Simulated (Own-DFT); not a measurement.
# How strain changes the stress of wurtzite AlGaN with randomly placed atoms, 96 atoms (Al12Ga36N48)

These are calculations, not measurements. The program, named Own-DFT, is a retired in-house plane-wave density functional code that no person has reviewed. Each row is one single-point run on a periodic cell that was not relaxed, without spin or spin-orbit coupling.

Settings of every run: PBE; PseudoDojo norm-conserving scalar-relativistic files (stringent for Ga); cutoff 96 hartree; 3 x 4 x 3 k mesh centred on Gamma; Gaussian smearing of 0.01 eV.

Known limits: k mesh not checked against a denser one; stress not checked against mesh or cutoff.

Unstrained cell vectors in Å: (12.679, 0.000, 0.000); (-4.755, 8.235, 0.000); (0.000, 0.000, 10.268). The unstrained cell has measured lattice constants (interpolated for alloys), not those of this functional. That, the random moves and any unrelaxed bonds set the pressure at no strain. Each run strains this cell uniformly, with the atoms carried along. Every atom was also moved at random, by a Gaussian of width 0.05 Å on each axis. The random placing of the alloy's atoms differs from row to row. Strain is the symmetric tensor, in per cent. Stress is positive in tension, and the pressure is minus a third of its trace.

| run | e_xx (%) | e_yy (%) | e_zz (%) | s_xx (GPa) | s_yy (GPa) | s_zz (GPa) | P (GPa) | E (meV/atom) |
|---|---|---|---|---|---|---|---|---|
| 1 | 2.75 | 2.75 | 0.00 | 6.76 | 6.36 | -5.62 | -2.50 | 8.6 |
| 2 | 1.00 | 1.00 | 0.00 | -1.02 | -2.24 | -6.74 | 3.33 | 11.5 |
| 3 | 3.00 | 3.00 | 0.00 | 6.97 | 6.43 | -3.25 | -3.38 | 17.6 |
| 4 | -3.00 | -3.00 | 0.00 | -24.07 | -28.77 | -11.51 | 21.45 | 67.7 |
| 5 | -2.25 | -2.25 | 0.00 | -17.92 | -21.52 | -11.71 | 17.05 | 40.4 |
| 6 | 0.50 | 0.50 | 0.00 | -5.77 | -3.90 | -4.95 | 4.87 | 0.0 |
| 7 | -1.50 | -1.50 | 0.00 | -15.21 | -15.75 | -10.03 | 13.66 | 30.2 |
| 8 | -1.75 | -1.75 | 0.00 | -19.12 | -15.76 | -10.30 | 15.06 | 40.7 |
| 9 | 0.25 | 0.25 | 0.00 | ? | ? | ? | ? | ? |

E is the free energy for each atom above the lowest run shown.

## Worked fit

The change of volume is close to e_xx + e_yy + e_zz. A straight line through the runs shown gives P = 8.15 - 202 x (fractional change of volume) GPa, with an error of 8 on the slope and a scatter of 0.93 GPa. The strain isn't the same on all axes and the cell isn't cubic, so the slope belongs to this path and is not the bulk modulus.

## Withheld run

Question: what pressure should run 9 give? Its volume changes by 0.50 %.

The line gives 7.1 GPa. The calculation gave 5.78 GPa.
